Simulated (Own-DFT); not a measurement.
Simulation results for Si3N4 (beta silicon nitride, strained, atoms displaced), GaP (zincblende, strained, atoms displaced), GaN (wurtzite, strained, atoms displaced)

Computed with Own-DFT development build. A calculation, not a measurement: plane-wave PBE density functional theory by an unreviewed code, no spin, of a simulated periodic cell, stress positive in tension, free energy of the whole cell less one offset for each atom, forces on such cells passed a denser k mesh, this cell's mesh not checked; offsets are fitted by least squares, one for each functional and potential file, so energies compare only between cells with the same atoms and settings and are not formation energies; the far tail of each file's local potential was reset to the Coulomb form; each entry is a single point on an unrelaxed cell, so the pressure reflects the starting lattice, mostly measured values (interpolated for alloys), from which strain is counted, and rises with the displacements; printed positions are rounded, which can move forces by about a meV/angstrom; the program, named Own-DFT, is a retired in-house code; no spin-orbit coupling.

Settings shared by all entries: functional PBE.

(1) 
```cif
# cell vector a (Å): 7.7222 0.0359 -0.0246
# cell vector b (Å): -3.8300 6.6390 0.1102
# cell vector c (Å): -0.0282 0.1298 8.7875
data_Si3N4
_symmetry_space_group_name_H-M 'P 1'
_symmetry_Int_Tables_number 1
_cell_length_a 7.7223
_cell_length_b 7.6653
_cell_length_c 8.7885
_cell_angle_alpha 88.351
_cell_angle_beta 90.362
_cell_angle_gamma 119.714
_cell_volume 451.62
loop_
_atom_site_label
_atom_site_type_symbol
_atom_site_fract_x
_atom_site_fract_y
_atom_site_fract_z
_atom_site_occupancy
Si1 Si 0.17472 0.77896 0.08662 1
Si2 Si 0.22612 0.39890 0.08389 1
Si3 Si 0.60673 0.83030 0.08310 1
Si4 Si 0.84134 0.23806 0.25065 1
Si5 Si 0.76447 0.60394 0.23246 1
Si6 Si 0.40543 0.18247 0.24959 1
N1 N 0.33502 0.03738 0.07233 1
N2 N 0.96383 0.30240 0.07973 1
N3 N 0.69095 0.66070 0.07812 1
N4 N 0.66526 0.97831 0.24896 1
N5 N 0.02956 0.69383 0.24183 1
N6 N 0.30817 0.33344 0.24965 1
N7 N 0.33954 0.66892 0.08769 1
N8 N 0.67234 0.32854 0.24873 1
Si7 Si 0.15840 0.75554 0.42061 1
Si8 Si 0.23216 0.39863 0.41751 1
Si9 Si 0.60305 0.83093 0.41297 1
Si10 Si 0.82655 0.23308 0.58309 1
Si11 Si 0.76136 0.58473 0.58443 1
Si12 Si 0.39919 0.16317 0.59608 1
N9 N 0.32877 0.02571 0.41747 1
N10 N 0.97506 0.31002 0.41364 1
N11 N 0.70566 0.67267 0.41860 1
N12 N 0.65889 0.97479 0.58846 1
N13 N 0.04048 0.71827 0.57492 1
N14 N 0.29440 0.32350 0.58510 1
N15 N 0.34029 0.67974 0.41447 1
N16 N 0.66051 0.32494 0.58620 1
Si13 Si 0.17438 0.77274 0.76773 1
Si14 Si 0.22652 0.39866 0.75172 1
Si15 Si 0.60087 0.82023 0.75367 1
Si16 Si 0.82780 0.22903 0.90863 1
Si17 Si 0.75487 0.58861 0.91472 1
Si18 Si 0.40158 0.18322 0.90367 1
N17 N 0.33254 0.03694 0.74966 1
N18 N 0.95828 0.28981 0.75684 1
N19 N 0.70502 0.67710 0.74808 1
N20 N 0.67394 0.96850 0.92238 1
N21 N 0.01987 0.68762 0.91333 1
N22 N 0.28803 0.31413 0.92586 1
N23 N 0.33601 0.66533 0.75201 1
N24 N 0.67811 0.33882 0.92389 1
_calc_potential_files 'PseudoDojo norm-conserving, scalar-relativistic, standard set'
_calc_wave_cutoff 42  # hartree
_calc_occupations 'Fermi-Dirac'
_calc_smearing_width 0.1  # eV
_calc_k_mesh '3 x 3 x 3 centred on Gamma'
_calc_free_energy_of_cell_above_offsets '-2.479'  # eV
_calc_pressure 0.24  # GPa
_calc_stress_xx 2.09  # GPa
_calc_stress_yy 3.11  # GPa
_calc_stress_zz -5.94  # GPa
_calc_stress_yz 7.49  # GPa
_calc_stress_xz 1.82  # GPa
_calc_stress_xy 3.9  # GPa
```

Force:
```tsv
element	x (eV/Å)	y (eV/Å)	z (eV/Å)
Si	2.42	-0.621	-1.662
Si	-1.202	2.189	0.546
Si	-3.454	-0.469	1.777
Si	-3.259	-0.586	-1.073
Si	4.03	-3.485	6.038
Si	3.672	-2.466	0.098
N	-0.55	-0.204	1.364
N	2.385	0.228	-0.376
N	-1.448	1.373	-2.299
N	1.833	-0.563	-0.649
N	-1.941	0.055	1.739
N	-2.029	0.7	0.337
N	-0.461	-0.323	-0.549
N	-1.704	1.89	0.037
Si	3.974	2.845	-4.465
Si	-0.304	3.093	-0.578
Si	-2.117	-0.297	1.571
Si	-0.59	-0.727	-0.075
Si	1.625	1.058	-0.688
Si	0.548	1.998	-7.735
N	-0.656	0.821	0.333
N	0.743	-0.341	1.509
N	-0.402	0.158	-1.781
N	1.381	-0.609	-0.938
N	-3.658	-2.609	6.425
N	0.229	-0.2	1.239
N	0.419	-2.856	0.238
N	-0.108	1.158	0.333
Si	1.653	-0.573	-4.537
Si	-0.965	1.058	0.153
Si	-3.272	1.9	-0.36
Si	-2.554	-0.705	4.836
Si	2.739	-0.206	-0.241
Si	3.871	-0.807	3.545
N	-0.352	-3.445	3.958
N	3.51	1.806	-4.556
N	1.359	-1.666	-0.247
N	0.347	0.306	-2.488
N	-0.7	0.869	2.496
N	-1.834	1.861	-2.376
N	-0.516	-0.265	0.485
N	-2.662	-1.344	-1.384
```

(2) 
```cif
# cell vector a (Å): 10.8620 0.0000 0.0000
# cell vector b (Å): 0.0000 10.8620 0.0000
# cell vector c (Å): 0.0000 0.0000 10.9439
data_GaP
_symmetry_space_group_name_H-M 'P 1'
_symmetry_Int_Tables_number 1
_cell_length_a 10.8620
_cell_length_b 10.8620
_cell_length_c 10.9439
_cell_angle_alpha 90.000
_cell_angle_beta 90.000
_cell_angle_gamma 90.000
_cell_volume 1291.19
loop_
_atom_site_label
_atom_site_type_symbol
_atom_site_fract_x
_atom_site_fract_y
_atom_site_fract_z
_atom_site_occupancy
Ga1 Ga 0.99951 0.00064 0.00480 1
Ga2 Ga 0.99954 0.25133 0.24732 1
Ga3 Ga 0.24854 0.00015 0.24859 1
Ga4 Ga 0.25177 0.25458 0.99804 1
P1 P 0.12501 0.12533 0.12184 1
P2 P 0.12233 0.37834 0.37105 1
P3 P 0.37861 0.12460 0.37730 1
P4 P 0.37730 0.37727 0.12800 1
Ga5 Ga 0.99974 0.99962 0.50347 1
Ga6 Ga 0.00093 0.25150 0.74833 1
Ga7 Ga 0.24716 0.99774 0.75278 1
Ga8 Ga 0.24994 0.24960 0.49927 1
P5 P 0.12655 0.12633 0.62554 1
P6 P 0.12464 0.37398 0.87159 1
P7 P 0.37156 0.12244 0.87673 1
P8 P 0.37918 0.36938 0.62885 1
Ga9 Ga 0.99564 0.50194 0.99634 1
Ga10 Ga 0.00301 0.74936 0.25221 1
Ga11 Ga 0.24903 0.49676 0.24883 1
Ga12 Ga 0.25068 0.75096 0.00083 1
P9 P 0.12590 0.62493 0.12890 1
P10 P 0.12243 0.87389 0.37389 1
P11 P 0.37210 0.62648 0.37626 1
P12 P 0.37681 0.87752 0.12875 1
Ga13 Ga 0.99785 0.50077 0.49695 1
Ga14 Ga 0.99977 0.75262 0.74806 1
Ga15 Ga 0.24703 0.49810 0.75553 1
Ga16 Ga 0.25399 0.74620 0.50064 1
P13 P 0.12129 0.62685 0.62327 1
P14 P 0.12224 0.87767 0.87167 1
P15 P 0.37326 0.62293 0.87197 1
P16 P 0.37441 0.87117 0.62723 1
Ga17 Ga 0.50023 0.00242 0.99730 1
Ga18 Ga 0.49843 0.24928 0.24935 1
Ga19 Ga 0.74867 0.99555 0.24886 1
Ga20 Ga 0.75292 0.25012 0.00021 1
P17 P 0.63001 0.12487 0.12723 1
P18 P 0.63144 0.37558 0.37268 1
P19 P 0.87640 0.12616 0.37202 1
P20 P 0.87717 0.37633 0.12217 1
Ga21 Ga 0.50016 0.00149 0.50046 1
Ga22 Ga 0.49980 0.25367 0.74556 1
Ga23 Ga 0.74720 0.99776 0.74882 1
Ga24 Ga 0.75023 0.25278 0.50214 1
P21 P 0.62162 0.12579 0.61866 1
P22 P 0.62315 0.37570 0.87452 1
P23 P 0.87495 0.12456 0.87220 1
P24 P 0.87427 0.37751 0.62346 1
Ga25 Ga 0.49719 0.49801 0.00037 1
Ga26 Ga 0.50349 0.74838 0.24764 1
Ga27 Ga 0.74751 0.49997 0.24740 1
Ga28 Ga 0.75205 0.75057 0.99666 1
P25 P 0.62969 0.62753 0.12115 1
P26 P 0.62851 0.87838 0.37753 1
P27 P 0.87468 0.62407 0.37479 1
P28 P 0.87534 0.87730 0.11995 1
Ga29 Ga 0.49875 0.50252 0.49964 1
Ga30 Ga 0.50337 0.74993 0.75323 1
Ga31 Ga 0.75450 0.50200 0.75045 1
Ga32 Ga 0.74843 0.75342 0.49491 1
P29 P 0.62151 0.62700 0.62374 1
P30 P 0.62257 0.87041 0.87574 1
P31 P 0.87662 0.62142 0.87477 1
P32 P 0.87670 0.87713 0.62324 1
_calc_potential_files 'PseudoDojo norm-conserving, scalar-relativistic, standard set'
_calc_wave_cutoff 42  # hartree
_calc_occupations 'Fermi-Dirac'
_calc_smearing_width 0.1  # eV
_calc_hardware 'one NVIDIA H100'
_calc_k_mesh '3 x 3 x 3 centred on Gamma'
_calc_free_energy_of_cell_above_offsets '-35.124'  # eV
_calc_pressure 3.13  # GPa
_calc_stress_xx -3.31  # GPa
_calc_stress_yy -3.33  # GPa
_calc_stress_zz -2.74  # GPa
_calc_stress_yz 0.18  # GPa
_calc_stress_xz -0.06  # GPa
_calc_stress_xy -0.09  # GPa
_calc_wall_time 489.3  # s
```

Force:
```tsv
element	x (eV/Å)	y (eV/Å)	z (eV/Å)
Ga	0.077	0.232	-0.912
Ga	0.08	-0.183	-0.01
Ga	0.017	0.161	0.368
Ga	-0.086	-0.27	0.236
P	0.294	0.415	0.28
P	0.263	-0.561	0.501
P	-0.674	0.01	-0.466
P	-0.272	-0.354	-0.261
Ga	0.225	0.424	-0.593
Ga	-0.287	-0.215	-0.16
Ga	0.326	0.224	-0.494
Ga	0.03	0.246	-0.079
P	-0.059	-0.172	-0.067
P	-0.342	0.106	0.704
P	0.462	0.533	-0.478
P	-1.129	1.273	-0.904
Ga	0.971	-0.288	0.553
Ga	-0.597	0.045	-0.328
Ga	0.145	0.5	0.23
Ga	-0.052	0.086	-0.065
P	-0.139	-0.103	-0.788
P	0.578	0.264	0.528
P	0.545	-0.477	-0.664
P	0.066	-0.213	-0.519
Ga	0.157	0.063	0.22
Ga	-0.133	-0.214	0.095
Ga	0.208	0.188	-1.112
Ga	-0.72	0.546	0.08
P	0.443	-0.472	0.174
P	-0.053	-0.446	0.85
P	0.156	0.301	0.571
P	0.2	0.486	-0.028
Ga	0.154	-0.084	0.538
Ga	0.594	-0.035	0.231
Ga	0.511	0.442	0.08
Ga	-0.204	0.011	-0.246
P	-0.571	0.055	-0.418
P	-1.013	0.029	0.233
P	-0.184	-0.172	0.359
P	-0.262	0.057	0.155
Ga	-0.301	-0.586	0.089
Ga	0.437	-1.08	0.943
Ga	-0.063	0.236	-0.117
Ga	0.222	-0.374	-0.45
P	0.507	0.072	0.884
P	0.374	-0.098	0.021
P	0.009	-0.04	0.144
P	0.266	-0.178	0.19
Ga	0.343	0.47	-0.185
Ga	-0.057	0.198	0.414
Ga	0.551	0.152	-0.099
Ga	0.215	-0.032	0.008
P	-0.53	-0.34	0.05
P	-0.796	-0.261	-0.499
P	-0.297	0.245	-0.348
P	-0.029	-0.704	0.729
Ga	0.093	-0.516	-0.091
Ga	-0.583	-0.333	-0.434
Ga	-0.837	-0.121	-0.277
Ga	0.371	-0.472	0.671
P	0.751	-0.017	0.103
P	0.369	0.706	0.057
P	-0.126	1.019	-0.384
P	-0.61	-0.38	0.19
```

(3) 
```cif
# cell vector a (Å): 12.7560 0.0000 0.0000
# cell vector b (Å): -4.7835 8.2853 0.0207
# cell vector c (Å): 0.0000 0.0259 10.3700
data_GaN
_symmetry_space_group_name_H-M 'P 1'
_symmetry_Int_Tables_number 1
_cell_length_a 12.7560
_cell_length_b 9.5671
_cell_length_c 10.3700
_cell_angle_alpha 89.752
_cell_angle_beta 90.000
_cell_angle_gamma 120.000
_cell_volume 1095.97
loop_
_atom_site_label
_atom_site_type_symbol
_atom_site_fract_x
_atom_site_fract_y
_atom_site_fract_z
_atom_site_occupancy
Ga1 Ga 0.08012 0.22477 0.99989 1
Ga2 Ga 0.16143 0.11056 0.25860 1
N1 N 0.07789 0.21217 0.19007 1
N2 N 0.17139 0.12194 0.43636 1
Ga3 Ga 0.08464 0.22519 0.50060 1
Ga4 Ga 0.17041 0.11540 0.75077 1
N3 N 0.07809 0.22128 0.68906 1
N4 N 0.16990 0.11077 0.94063 1
Ga5 Ga 0.08284 0.54752 0.00458 1
Ga6 Ga 0.16968 0.44794 0.25122 1
N5 N 0.08200 0.55533 0.18470 1
N6 N 0.16029 0.44256 0.43788 1
Ga7 Ga 0.08096 0.54800 0.49648 1
Ga8 Ga 0.15696 0.43939 0.75414 1
N7 N 0.07581 0.54276 0.68278 1
N8 N 0.16736 0.45063 0.94167 1
Ga9 Ga 0.08054 0.88149 0.99466 1
Ga10 Ga 0.17000 0.77836 0.24827 1
N9 N 0.07703 0.89030 0.19063 1
N10 N 0.17071 0.78051 0.43859 1
Ga11 Ga 0.07957 0.88404 0.49743 1
Ga12 Ga 0.16120 0.77405 0.75258 1
N11 N 0.08260 0.88873 0.69280 1
N12 N 0.16571 0.78350 0.93650 1
Ga13 Ga 0.33481 0.21947 0.99712 1
Ga14 Ga 0.40595 0.10220 0.24410 1
N13 N 0.33192 0.21951 0.18737 1
N14 N 0.42108 0.11483 0.43564 1
Ga15 Ga 0.33108 0.22446 0.49705 1
Ga16 Ga 0.42384 0.11573 0.75465 1
N15 N 0.33041 0.21843 0.69137 1
N16 N 0.41222 0.10528 0.93938 1
Ga17 Ga 0.33855 0.55822 0.00040 1
Ga18 Ga 0.41559 0.43824 0.24788 1
N17 N 0.32694 0.55116 0.19724 1
N18 N 0.41303 0.45018 0.44072 1
Ga19 Ga 0.33140 0.56147 0.50555 1
Ga20 Ga 0.41384 0.44854 0.74878 1
N19 N 0.33265 0.55202 0.69352 1
N20 N 0.41237 0.44003 0.94021 1
Ga21 Ga 0.33018 0.89547 0.99752 1
Ga22 Ga 0.41638 0.77781 0.24139 1
N21 N 0.32895 0.88523 0.18478 1
N22 N 0.42113 0.78062 0.43822 1
Ga23 Ga 0.32943 0.88911 0.50769 1
Ga24 Ga 0.42228 0.78282 0.75207 1
N23 N 0.33677 0.88949 0.69139 1
N24 N 0.42045 0.78150 0.94376 1
Ga25 Ga 0.59139 0.23101 0.99559 1
Ga26 Ga 0.67202 0.11912 0.25277 1
N25 N 0.58913 0.23748 0.19035 1
N26 N 0.66773 0.10789 0.44679 1
Ga27 Ga 0.57785 0.20853 0.50111 1
Ga28 Ga 0.66393 0.11028 0.74575 1
N27 N 0.58535 0.22342 0.68407 1
N28 N 0.66357 0.11202 0.94132 1
Ga29 Ga 0.58872 0.55626 0.00170 1
Ga30 Ga 0.66275 0.43879 0.24713 1
N29 N 0.58564 0.56089 0.18786 1
N30 N 0.66631 0.44180 0.43606 1
Ga31 Ga 0.58749 0.55618 0.49482 1
Ga32 Ga 0.66113 0.43924 0.74885 1
N31 N 0.58551 0.56258 0.69588 1
N32 N 0.66835 0.44942 0.93987 1
Ga33 Ga 0.58565 0.89801 0.99730 1
Ga34 Ga 0.66606 0.77045 0.25095 1
N33 N 0.57694 0.88853 0.17953 1
N34 N 0.67243 0.77148 0.43369 1
Ga35 Ga 0.59198 0.90026 0.49210 1
Ga36 Ga 0.66758 0.77696 0.76222 1
N35 N 0.58365 0.88795 0.69031 1
N36 N 0.67288 0.78160 0.94311 1
Ga37 Ga 0.83428 0.21665 0.00873 1
Ga38 Ga 0.90986 0.10996 0.25216 1
N37 N 0.83200 0.21110 0.19313 1
N38 N 0.92190 0.11408 0.43752 1
Ga39 Ga 0.82635 0.22103 0.49542 1
Ga40 Ga 0.92133 0.10976 0.74929 1
N39 N 0.83640 0.21496 0.68951 1
N40 N 0.91567 0.11731 0.93289 1
Ga41 Ga 0.82994 0.55464 0.99292 1
Ga42 Ga 0.91636 0.44429 0.24348 1
N41 N 0.82653 0.55446 0.20062 1
N42 N 0.91978 0.44339 0.43042 1
Ga43 Ga 0.83617 0.55605 0.50423 1
Ga44 Ga 0.91456 0.44798 0.76391 1
N43 N 0.82732 0.54876 0.69232 1
N44 N 0.91864 0.44265 0.93909 1
Ga45 Ga 0.84022 0.89867 0.99708 1
Ga46 Ga 0.91325 0.77180 0.24623 1
N45 N 0.84158 0.89991 0.19507 1
N46 N 0.92589 0.78989 0.43811 1
Ga47 Ga 0.84081 0.90020 0.49659 1
Ga48 Ga 0.91094 0.77729 0.75476 1
N47 N 0.83219 0.89140 0.69205 1
N48 N 0.92328 0.77247 0.94022 1
_calc_potential_files 'PseudoDojo norm-conserving, scalar-relativistic, standard set with the stringent files for Ga'
_calc_wave_cutoff 96  # hartree
_calc_occupations 'Gaussian'
_calc_smearing_width 0.01  # eV
_calc_k_mesh '3 x 4 x 3 centred on Gamma'
_calc_free_energy_of_cell_above_offsets '-5.232'  # eV
_calc_pressure 6.95  # GPa
_calc_stress_xx -7.37  # GPa
_calc_stress_yy -7.21  # GPa
_calc_stress_zz -6.26  # GPa
_calc_stress_yz 0.37  # GPa
_calc_stress_xz -0.16  # GPa
_calc_stress_xy -0.6  # GPa
```

Force:
```tsv
element	x (eV/Å)	y (eV/Å)	z (eV/Å)
Ga	1.422	-0.387	0.559
Ga	0.372	-0.364	-2.03
N	-0.612	1.666	-0.348
N	-0.421	-1.278	1.372
Ga	-0.084	-0.005	0.166
Ga	-0.813	-0.697	0.344
N	1.957	0.318	-0.217
N	-1.296	-0.022	-0.304
Ga	-0.615	1.704	-0.766
Ga	-1.345	-1.684	0.132
N	0.155	-0.03	0.952
N	1.532	0.318	-0.008
Ga	-0.692	0.999	0.369
Ga	1.179	0.504	-0.323
N	-0.481	1.455	0.985
N	0.856	-0.744	-0.364
Ga	0.496	2.015	1.752
Ga	-1.772	-0.078	0.334
N	1.68	-0.391	-0.529
N	-0.656	-0.657	-0.129
Ga	1.66	1.359	1.009
Ga	0.8	-0.135	-0.894
N	-0.532	-0.074	-0.737
N	1.076	-1.636	0.338
Ga	-0.877	0.249	0.579
Ga	1.515	0.989	0.911
N	-0.559	-0.002	-0.104
N	-1.324	-0.883	-0.119
Ga	1.194	0.478	0.722
Ga	-1.353	-0.737	-0.838
N	1.205	0.852	-0.656
N	1.408	1.984	-0.181
Ga	-0.772	-0.068	0.553
Ga	-0.416	0.697	0.674
N	1.767	0.68	-1.701
N	1.049	-0.288	-0.288
Ga	0.218	-0.103	-0.543
Ga	1.259	-0.894	0.317
N	-1.733	0.809	-0.236
N	1.203	0.703	-0.073
Ga	0.852	-1.834	0.101
Ga	-0.202	-0.229	1.389
N	0.54	0.275	-0.265
N	-0.559	0.505	-0.236
Ga	1.277	0.306	-0.932
Ga	-0.6	-0.951	0.117
N	-0.698	0.046	0.554
N	-0.746	-0.157	-0.611
Ga	-1.209	-0.999	1.386
Ga	-1.768	-1.299	-0.421
N	-0.024	-3.846	-1.285
N	-0.846	1.507	-2.228
Ga	-0.278	1.93	-0.722
Ga	1.646	0.023	0.536
N	-0.328	-0.17	0.868
N	1.112	1.042	-0.93
Ga	-1.747	0.386	-0.024
Ga	-0.554	2.157	1.647
N	-0.302	-1.325	-0.231
N	0.522	-0.414	0.791
Ga	-0.848	-0.564	1.124
Ga	-0.188	0.861	-0.257
N	-0.081	-0.994	-0.919
N	0.015	-0.674	-0.95
Ga	0.379	-1.174	0.216
Ga	-0.212	1.827	-0.796
N	1.514	0.836	1.741
N	-0.703	1.592	0.735
Ga	-0.046	-4.133	1.471
Ga	-0.268	0.629	-1.711
N	0.592	0.208	-0.49
N	-0.389	0.038	0.683
Ga	-1.063	0.36	-1.343
Ga	2.849	-0.001	0.926
N	-1.438	2.108	-0.833
N	-1.295	0.548	0.202
Ga	2.794	1.186	1.647
Ga	-1.539	-0.219	-0.32
N	-1.658	1.038	-0.279
N	0.769	-0.416	0.918
Ga	1.171	0.004	1.816
Ga	-0.3	0.216	0.582
N	1.284	-0.465	-2.38
N	-1.151	-0.154	0.572
Ga	-0.28	0.104	-0.961
Ga	0.518	-1.333	-3.133
N	0.4	0.68	0.101
N	-0.685	-0.301	2.259
Ga	0.336	-0.7	1.195
Ga	0.059	1.119	0.906
N	-1.076	-2.07	-1.607
N	-1.642	-1.932	-0.152
Ga	-0.112	-1.394	0.729
Ga	0.798	-0.022	-1.076
N	0.297	-0.576	-0.446
N	-2.543	0.195	-0.353
```
